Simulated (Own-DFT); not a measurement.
# A layer strained by its substrate: wurtzite AlGaN with randomly placed atoms, 128 atoms (Al48Ga16N64)

No measurement is shown. These are fixed-geometry runs of a retired plane-wave code named Own-DFT, which no person has reviewed; spin and spin-orbit coupling are neglected.

Common settings: PBE; PseudoDojo norm-conserving scalar-relativistic files (stringent for Ga); cutoff 96 hartree; 3 x 3 x 3 k mesh centred on Gamma; Gaussian smearing of 0.01 eV.

Caveats: k mesh not checked against a denser one; stress not checked against mesh or cutoff.

Unstrained cell vectors in Å: (12.525, 0.000, 0.000); (-6.262, 10.847, 0.000); (0.000, 0.000, 10.066). The unstrained cell has measured lattice constants (interpolated for alloys), not those of this functional. That, the random moves and any unrelaxed bonds set the pressure at no strain. Each run strains x and y alike by e, as a substrate would, and holds the height along z. All atoms carry random offsets, Gaussian with a width of 0.05 Å per axis. The random placing of the alloy's atoms differs from row to row. Stress is positive in tension.

```
e (%)  u (Å)  (s_xx + s_yy)/2 (GPa)  s_zz (GPa)
-1.75  0.049                 -17.26       -8.69
-1.50  0.046                 -15.79       -7.70
-1.00  0.049                 -12.35       -7.78
-0.75  0.050                 -10.28       -7.85
-0.50  0.051                  -9.86       -6.87
-0.25  0.050                  -7.39       -7.60
 0.50  0.047                  -3.26       -5.68
 1.75  0.054                      ?           ?
 2.50  0.051                   6.34       -3.19
 2.75  0.049                   7.19       -2.65
```

## Analysis

With e as a fraction, the in-plane stress is -6.2 + 582 e - 3394 e² GPa (errors 12 and 675, scatter 0.37), and s_zz is -6.4 + 130 e GPa (slope ± 10, scatter 0.46). At e = 0 the first slope is C11 + C12 and the second 2 C13, both with the ions held to the strained lattice and at the cell's own pressure. The term in e² is negative: the layer stiffens under compression and softens under tension. A free layer would change its height as e changes, and the in-plane slope would drop by 2 C13²/C33 to the biaxial modulus. At fixed height, a misfit of 1 % moves the in-plane stress by about 5.8 GPa and s_zz by 1.3 GPa.

## Withheld run

Asked: what are the two stresses at e = 1.75 %?

Estimate: 3.0 and -4.2 GPa. DFT gave 2.79 and -6.03 GPa. The miss is larger than the scatter suggests: chance, or a term that the fit lacks.
